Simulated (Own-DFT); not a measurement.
# Computed records: WC (WC crystal, atoms displaced)

Computed with Own-DFT development build. A calculation, not a measurement: plane-wave density functional theory by an unreviewed code, no spin, of a simulated periodic cell, stress positive in tension, run twice, with PBE and with PBEsol, both on files made for PBE, so the change isn't that of files made for PBEsol, forces on such cells moved up to 12 meV/angstrom on a denser k mesh; the far tail of each file's local potential was reset to the Coulomb form; each entry is a single point on an unrelaxed cell, so the pressure reflects the starting lattice, taken from the Materials Project, from which strain is counted, and rises with the displacements; printed positions are rounded, which can move forces by about a meV/angstrom; the program, named Own-DFT, is a retired in-house code; no spin-orbit coupling; stress was not checked against mesh or cutoff.

```json
{"formula": "WC", "kind": "WC crystal, atoms displaced", "structure": {"cell_angstrom": [[5.8332, -5.0517, -2.8394], [0.0, -5.0517, 8.5183], [-5.8332, -5.0517, -2.8394]], "atoms_fractional": [["W", 0.67545, 0.87288, 0.94163], ["C", 0.68602, 0.96597, 0.69858], ["W", 0.37553, 0.74557, 0.87709], ["C", 0.38362, 0.82779, 0.63254], ["W", 0.1767, 0.37088, 0.93143], ["C", 0.18429, 0.45955, 0.69102], ["W", 0.06102, 0.61807, 0.81257], ["C", 0.05359, 0.71056, 0.55995], ["W", 0.94677, 0.879, 0.68969], ["C", 0.94344, 0.96744, 0.43447], ["W", 0.87063, 0.24634, 0.87939], ["C", 0.8811, 0.33015, 0.62461], ["W", 0.751, 0.50692, 0.75445], ["C", 0.75246, 0.58504, 0.49374], ["W", 0.63722, 0.75505, 0.63222], ["C", 0.62848, 0.82179, 0.37112], ["W", 0.5664, 0.12777, 0.80498], ["C", 0.56441, 0.20659, 0.56876], ["W", 0.44204, 0.37371, 0.68913], ["C", 0.43938, 0.46064, 0.43874], ["W", 0.30926, 0.632, 0.55313], ["C", 0.3174, 0.70782, 0.31969], ["W", 0.19674, 0.87487, 0.43184], ["C", 0.19112, 0.95535, 0.1829], ["W", 0.25377, 0.99747, 0.75516], ["C", 0.24503, 0.08455, 0.50515], ["W", 0.13128, 0.26162, 0.61991], ["C", 0.13088, 0.33742, 0.37291], ["W", 0.99879, 0.50221, 0.49564], ["C", 0.00213, 0.57785, 0.24875], ["W", 0.87253, 0.74766, 0.36849], ["C", 0.87369, 0.83242, 0.12476], ["W", 0.81142, 0.12236, 0.55511], ["C", 0.80349, 0.20264, 0.30612], ["W", 0.6869, 0.37601, 0.44141], ["C", 0.68921, 0.45707, 0.18842], ["W", 0.56591, 0.62286, 0.31417], ["C", 0.55964, 0.70697, 0.06175], ["W", 0.44629, 0.88033, 0.18148], ["C", 0.43387, 0.96688, 0.95295], ["W", 0.49692, 0.99861, 0.49962], ["C", 0.49945, 0.08744, 0.23904], ["W", 0.37084, 0.2501, 0.38435], ["C", 0.37052, 0.34004, 0.12481], ["W", 0.25908, 0.4977, 0.23873], ["C", 0.25695, 0.57072, 0.00678], ["W", 0.11961, 0.7499, 0.13071], ["C", 0.1162, 0.83079, 0.87772], ["W", 0.05335, 0.11681, 0.32102], ["C", 0.07304, 0.20885, 0.05622], ["W", 0.94476, 0.3719, 0.17522], ["C", 0.92942, 0.45345, 0.94075], ["W", 0.82311, 0.6169, 0.0699], ["C", 0.802, 0.71472, 0.80868], ["W", 0.75316, 0.9986, 0.25585], ["C", 0.7514, 0.08164, 0.99785], ["W", 0.62277, 0.24859, 0.132], ["C", 0.62157, 0.33309, 0.87055], ["W", 0.50326, 0.49468, 0.00564], ["C", 0.50613, 0.57923, 0.76255], ["W", 0.31344, 0.13034, 0.07703], ["C", 0.32727, 0.20935, 0.82134], ["W", 0.99846, 0.9981, 0.99659], ["C", 0.00951, 0.08657, 0.7543]]}, "settings": {"functional": "PBE, then PBEsol", "potential_files": "PseudoDojo norm-conserving, scalar-relativistic, standard set", "wave_cutoff [hartree]": 50.0, "occupations": "cold (Marzari-Vanderbilt)", "smearing_width [eV]": 0.2, "k_mesh": "4 x 4 x 4 centred on Gamma"}, "results": {"PBE_pressure [GPa]": 6.43, "PBE_stress_xx [GPa]": -6.18, "PBE_stress_yy [GPa]": -5.48, "PBE_stress_zz [GPa]": -7.65, "PBE_stress_yz [GPa]": -0.47, "PBE_stress_xz [GPa]": -0.63, "PBE_stress_xy [GPa]": -0.26, "PBEsol_pressure [GPa]": -1.62, "PBEsol_stress_xx [GPa]": 1.72, "PBEsol_stress_yy [GPa]": 2.4, "PBEsol_stress_zz [GPa]": 0.74, "PBEsol_stress_yz [GPa]": -0.47, "PBEsol_stress_xz [GPa]": -0.63, "PBEsol_stress_xy [GPa]": -0.26, "force_element": ["W", "C", "W", "C", "W", "C", "W", "C", "W", "C", "W", "C", "W", "C", "W", "C", "W", "C", "W", "C", "W", "C", "W", "C", "W", "C", "W", "C", "W", "C", "W", "C", "W", "C", "W", "C", "W", "C", "W", "C", "W", "C", "W", "C", "W", "C", "W", "C", "W", "C", "W", "C", "W", "C", "W", "C", "W", "C", "W", "C", "W", "C", "W", "C"], "PBE_force_x [eV/angstrom]": [2.417, 1.68, -0.758, 0.1, 1.633, 1.181, 0.047, 0.772, -0.941, -1.613, 1.862, -0.512, 0.658, -0.843, -0.593, -0.64, -2.686, 0.912, -0.476, -0.145, -1.568, 1.297, -2.026, -0.913, 0.068, 0.632, -1.934, -0.5, -0.138, 0.261, -0.239, 0.009, -1.407, 0.254, 0.907, -0.127, 0.037, -0.01, -3.167, 1.94, 0.264, -1.531, 1.998, 0.542, -4.297, 0.547, 2.423, 0.91, 4.427, -2.178, -3.624, 1.343, -0.572, 0.514, 0.482, -0.671, 1.617, -0.013, 1.006, 0.498, 1.955, -0.749, -0.445, 0.12], "PBE_force_y [eV/angstrom]": [-2.068, 1.354, 0.157, 0.232, -2.816, 0.008, -1.21, -0.671, 1.847, 1.37, 0.232, 0.303, 1.767, -0.394, 3.513, -1.522, -1.183, 0.889, -0.143, 0.055, -1.276, 1.131, -0.13, -0.265, -0.216, -0.265, 1.462, 0.862, -0.261, -0.492, -1.84, 0.257, -2.361, -1.986, 0.175, -0.209, 0.572, -0.465, 0.674, 1.717, -0.704, -1.598, 0.193, 0.384, -1.556, 0.799, 0.062, -0.624, -1.951, 1.116, -1.037, -0.017, 1.75, -2.172, 2.269, -0.083, 0.532, -1.187, 0.13, 0.837, 2.725, 1.695, -1.147, 0.78], "PBE_force_z [eV/angstrom]": [-0.17, -0.965, 0.267, 1.354, -0.922, 0.596, 1.905, -0.73, 0.471, -2.872, 0.677, 0.926, -1.639, -0.652, 1.197, 1.73, -1.562, 0.896, 1.771, -0.164, -3.717, 1.069, 0.346, 0.295, 1.072, -0.541, -3.184, -0.025, -0.903, 0.188, -0.299, -0.009, 0.015, 0.139, -0.498, -0.7, 0.589, -0.569, -2.065, 0.114, -0.396, -1.742, 0.192, -2.091, 0.07, 2.948, -0.692, -0.713, 3.306, -0.416, -1.599, 0.538, 3.943, -2.25, 0.68, -0.048, 0.972, -0.609, 1.407, 1.447, 0.75, 0.834, -0.255, 0.293], "PBEsol_force_x [eV/angstrom]": [2.388, 1.66, -0.733, 0.102, 1.596, 1.158, 0.043, 0.766, -0.944, -1.592, 1.839, -0.502, 0.644, -0.823, -0.597, -0.625, -2.655, 0.897, -0.463, -0.134, -1.548, 1.275, -2.005, -0.91, 0.062, 0.631, -1.899, -0.493, -0.146, 0.256, -0.23, 0.007, -1.385, 0.243, 0.894, -0.127, 0.045, -0.009, -3.128, 1.917, 0.249, -1.509, 1.977, 0.536, -4.255, 0.541, 2.382, 0.895, 4.378, -2.151, -3.57, 1.326, -0.565, 0.509, 0.477, -0.661, 1.603, -0.013, 0.986, 0.491, 1.956, -0.736, -0.433, 0.112], "PBEsol_force_y [eV/angstrom]": [-2.042, 1.346, 0.134, 0.231, -2.799, 0.021, -1.186, -0.659, 1.823, 1.35, 0.204, 0.3, 1.741, -0.389, 3.472, -1.504, -1.177, 0.877, -0.128, 0.056, -1.261, 1.114, -0.127, -0.263, -0.202, -0.261, 1.439, 0.842, -0.266, -0.476, -1.796, 0.245, -2.322, -1.956, 0.182, -0.207, 0.567, -0.457, 0.659, 1.691, -0.71, -1.576, 0.193, 0.378, -1.538, 0.792, 0.073, -0.617, -1.93, 1.106, -1.022, -0.026, 1.729, -2.136, 2.236, -0.084, 0.528, -1.168, 0.127, 0.811, 2.703, 1.673, -1.131, 0.775], "PBEsol_force_z [eV/angstrom]": [-0.157, -0.952, 0.261, 1.34, -0.912, 0.587, 1.879, -0.726, 0.462, -2.826, 0.665, 0.917, -1.619, -0.642, 1.176, 1.707, -1.541, 0.887, 1.724, -0.163, -3.664, 1.055, 0.342, 0.288, 1.061, -0.534, -3.141, -0.027, -0.896, 0.194, -0.308, -0.016, 0.019, 0.127, -0.485, -0.69, 0.577, -0.552, -2.032, 0.109, -0.389, -1.72, 0.197, -2.066, 0.067, 2.904, -0.679, -0.695, 3.259, -0.398, -1.548, 0.528, 3.882, -2.224, 0.678, -0.046, 0.961, -0.597, 1.399, 1.418, 0.729, 0.828, -0.255, 0.275], "rms_change_of_force_components_from_PBE_to_PBEsol [eV/angstrom]": 0.02}}
```
